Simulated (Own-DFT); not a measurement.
Al32O47 (corundum with one vacancy, atoms displaced) (calculated)

A calculation, not a measurement: plane-wave PBE density functional theory by an unreviewed code, no spin, of a simulated periodic cell, stress positive in tension, free energy of the whole cell less one offset for each atom, defect cell not probed for a lower state with spin; oxygen file: force components 24 meV/angstrom off all-electron in one glass; forces on such cells passed a denser k mesh, this cell's mesh not checked; offsets are fitted by least squares, one for each functional and potential file, so energies compare only between cells with the same atoms and settings and are not formation energies; the far tail of each file's local potential was reset to the Coulomb form; each entry is a single point on an unrelaxed cell, so the pressure reflects the starting lattice, mostly measured values, from which strain is counted, and rises with the displacements; printed positions are rounded, which can move forces by about a meV/angstrom; the program is a retired in-house code; no spin-orbit coupling; before rounding, a Quantum ESPRESSO 7.3.1 run of the same cell and cutoff gave forces within 1 meV/angstrom rms on each cell, which checks the program and not the settings. Program: Own-DFT development build.

```yaml
- formula: Al32O47
  kind: "corundum with one vacancy, atoms displaced"
  structure:
    cell_angstrom:
      - [5.494, 0.0, 8.6604]
      - [-2.747, 4.7579, 8.6604]
      - [-2.747, -4.7579, 8.6604]
    atoms_fractional:
      - [Al, 0.1722, 0.18679, 0.18208]
      - [Al, 0.34283, 0.31469, 0.3315]
      - [Al, 0.43079, 0.41103, 0.42562]
      - [Al, 0.08567, 0.08397, 0.05013]
      - [O, 0.2817, 0.45853, 0.14117]
      - [O, 0.44878, 0.13287, 0.30167]
      - [O, 0.13185, 0.26943, 0.48037]
      - [O, 0.22832, 0.04366, 0.35285]
      - [O, 0.03268, 0.37645, 0.21643]
      - [O, 0.37948, 0.21692, 0.02224]
      - [Al, 0.18667, 0.16471, 0.68169]
      - [Al, 0.3337, 0.3272, 0.81693]
      - [Al, 0.43024, 0.42211, 0.93698]
      - [Al, 0.09603, 0.0725, 0.56358]
      - [O, 0.27298, 0.4828, 0.61402]
      - [O, 0.48156, 0.13381, 0.77042]
      - [O, 0.1295, 0.27815, 0.95649]
      - [O, 0.22885, 0.02721, 0.86439]
      - [O, 0.03969, 0.35937, 0.72241]
      - [O, 0.36624, 0.2174, 0.53706]
      - [Al, 0.18184, 0.67696, 0.17481]
      - [Al, 0.31674, 0.82824, 0.32712]
      - [Al, 0.43437, 0.91175, 0.41472]
      - [Al, 0.08274, 0.58311, 0.07316]
      - [O, 0.26053, 0.98273, 0.12187]
      - [O, 0.4785, 0.62501, 0.26679]
      - [O, 0.11152, 0.7866, 0.48325]
      - [O, 0.21641, 0.5277, 0.39113]
      - [O, 0.03236, 0.87108, 0.2247]
      - [O, 0.36937, 0.72374, 0.03654]
      - [Al, 0.17536, 0.67184, 0.68401]
      - [Al, 0.30433, 0.82602, 0.84475]
      - [Al, 0.42916, 0.92987, 0.93849]
      - [Al, 0.07437, 0.5815, 0.58003]
      - [O, 0.29198, 0.96942, 0.61794]
      - [O, 0.47366, 0.61443, 0.78072]
      - [O, 0.1334, 0.76539, 0.97768]
      - [O, 0.2212, 0.54255, 0.87021]
      - [O, 0.01544, 0.87754, 0.71707]
      - [O, 0.37252, 0.73068, 0.52762]
      - [Al, 0.66517, 0.18826, 0.17903]
      - [Al, 0.8213, 0.33036, 0.33946]
      - [Al, 0.92556, 0.4352, 0.42892]
      - [Al, 0.55559, 0.07498, 0.08302]
      - [O, 0.78253, 0.46796, 0.11326]
      - [O, 0.98025, 0.1205, 0.28161]
      - [O, 0.62771, 0.28296, 0.45509]
      - [O, 0.72355, 0.02391, 0.37448]
      - [O, 0.52772, 0.36833, 0.22369]
      - [O, 0.87907, 0.21206, 0.0435]
      - [Al, 0.66432, 0.17326, 0.6821]
      - [Al, 0.81315, 0.33865, 0.81241]
      - [Al, 0.91126, 0.43765, 0.92381]
      - [Al, 0.57063, 0.08007, 0.5697]
      - [O, 0.76747, 0.4618, 0.64249]
      - [O, 0.97892, 0.11782, 0.79375]
      - [O, 0.61891, 0.28137, 0.96497]
      - [O, 0.53203, 0.36443, 0.72078]
      - [O, 0.86871, 0.22952, 0.52465]
      - [Al, 0.66962, 0.67113, 0.18043]
      - [Al, 0.82704, 0.82368, 0.32844]
      - [Al, 0.92327, 0.91861, 0.42692]
      - [Al, 0.56554, 0.56635, 0.07712]
      - [O, 0.7902, 0.97977, 0.10741]
      - [O, 0.94582, 0.62106, 0.30196]
      - [O, 0.62052, 0.79775, 0.45932]
      - [O, 0.72995, 0.52083, 0.36721]
      - [O, 0.52532, 0.86466, 0.21143]
      - [O, 0.89042, 0.71231, 0.04723]
      - [Al, 0.67444, 0.67795, 0.68634]
      - [Al, 0.82935, 0.81799, 0.83175]
      - [Al, 0.9245, 0.91561, 0.93547]
      - [Al, 0.56258, 0.59527, 0.56822]
      - [O, 0.7631, 0.97274, 0.62891]
      - [O, 0.96803, 0.61279, 0.78724]
      - [O, 0.61287, 0.77447, 0.98828]
      - [O, 0.72482, 0.52717, 0.87634]
      - [O, 0.52416, 0.87205, 0.71494]
      - [O, 0.88093, 0.7282, 0.52536]
  settings:
    functional: PBE
    potential_files: "PseudoDojo norm-conserving, scalar-relativistic, standard set"
    "wave_cutoff [hartree]": 72.0
    occupations: Fermi-Dirac
    "smearing_width [eV]": 0.1
    k_mesh: "3 x 3 x 3 centred on Gamma"
  results:
    "free_energy_of_cell_above_offsets [eV]": "-44.336"
    "pressure [GPa]": 13.17
    "stress_xx [GPa]": -12.54
    "stress_yy [GPa]": -13.41
    "stress_zz [GPa]": -13.55
    "stress_yz [GPa]": 0.99
    "stress_xz [GPa]": -0.31
    "stress_xy [GPa]": 2.33
    force_element: [Al, Al, Al, Al, O, O, O, O, O, O, Al, Al, Al, Al, O, O, O, O, O, O, Al, Al, Al, Al, O, O, O, O, O, O, Al, Al, Al, Al, O, O, O, O, O, O, Al, Al, Al, Al, O, O, O, O, O, O, Al, Al, Al, Al, O, O, O, O, O, Al, Al, Al, Al, O, O, O, O, O, O, Al, Al, Al, Al, O, O, O, O, O, O]
    "force_x [eV/angstrom]": [-0.13, -5.877, -2.493, -2.467, -0.549, 5.792, -0.879, 0.943, -0.915, -1.816, -2.456, -1.932, -1.067, -2.405, 1.022, -1.777, 0.185, 0.332, -2.588, 2.581, -1.631, -0.37, -2.461, 0.839, 2.332, -1.887, 1.708, 1.964, 0.571, 0.954, -0.365, 4.529, 0.284, 0.537, -0.819, -1.039, -1.788, 0.887, 1.158, -0.522, 5.459, 3.372, 1.012, 3.516, -2.747, -1.325, -0.628, -0.926, -1.462, -1.977, 3.671, 3.027, 3.738, 1.286, 0.163, 0.323, 0.923, -1.608, 0.616, 2.586, -0.09, -0.666, 0.447, -3.323, 1.963, 1.243, -3.511, -2.156, -2.167, 0.304, -1.477, -0.256, 2.503, 0.858, -0.533, 2.479, -1.044, -0.907, -1.073]
    "force_y [eV/angstrom]": [2.075, 0.595, 1.558, -1.512, 1.661, -0.489, 1.423, -4.508, 0.987, 0.44, 1.673, -0.049, 1.394, -0.176, -1.568, -1.948, 0.773, -2.466, 1.676, 1.201, -2.5, 0.566, 1.784, -3.476, -1.34, -2.159, -0.026, 1.749, 0.233, 0.421, 1.302, 2.904, 1.3, -1.056, -1.223, 1.065, -0.149, -1.759, -0.125, 0.016, -1.756, 0.266, -4.411, 0.577, -1.127, 0.114, -1.276, 0.695, 1.178, 1.758, -0.228, -6.026, -3.376, -1.666, 5.995, 0.095, -1.892, 2.24, -1.92, -0.268, 1.662, 2.833, 0.778, -2.343, 3.785, -2.284, 0.834, 0.611, 1.687, 1.079, 1.045, 2.624, -3.14, -0.486, 2.604, 1.601, 0.3, -0.257, -2.169]
    "force_z [eV/angstrom]": [-4.145, -2.048, 2.64, 1.026, 0.023, -3.093, -0.729, 1.689, 1.648, 0.276, -2.386, -1.071, -2.156, -0.474, 2.259, -3.152, 1.648, 1.553, 0.787, 2.634, 1.143, -2.568, 3.029, -2.138, 1.411, -0.482, 0.735, -1.676, -1.016, -0.585, -0.827, 0.62, -1.25, -1.736, -1.51, 1.364, 0.122, 0.213, 2.083, -1.666, -1.238, -3.773, -1.905, 0.868, 2.091, 0.165, -0.115, -0.193, 1.221, -1.534, 2.017, 2.253, -0.619, -0.391, -1.805, -2.059, 2.075, 1.365, 1.568, -0.698, -0.656, 2.671, 2.593, 0.815, 2.661, -0.899, 1.953, 3.142, -3.283, -0.897, -1.215, 0.041, 0.166, 0.528, 2.095, 0.197, -1.408, 1.846, -1.836]
```
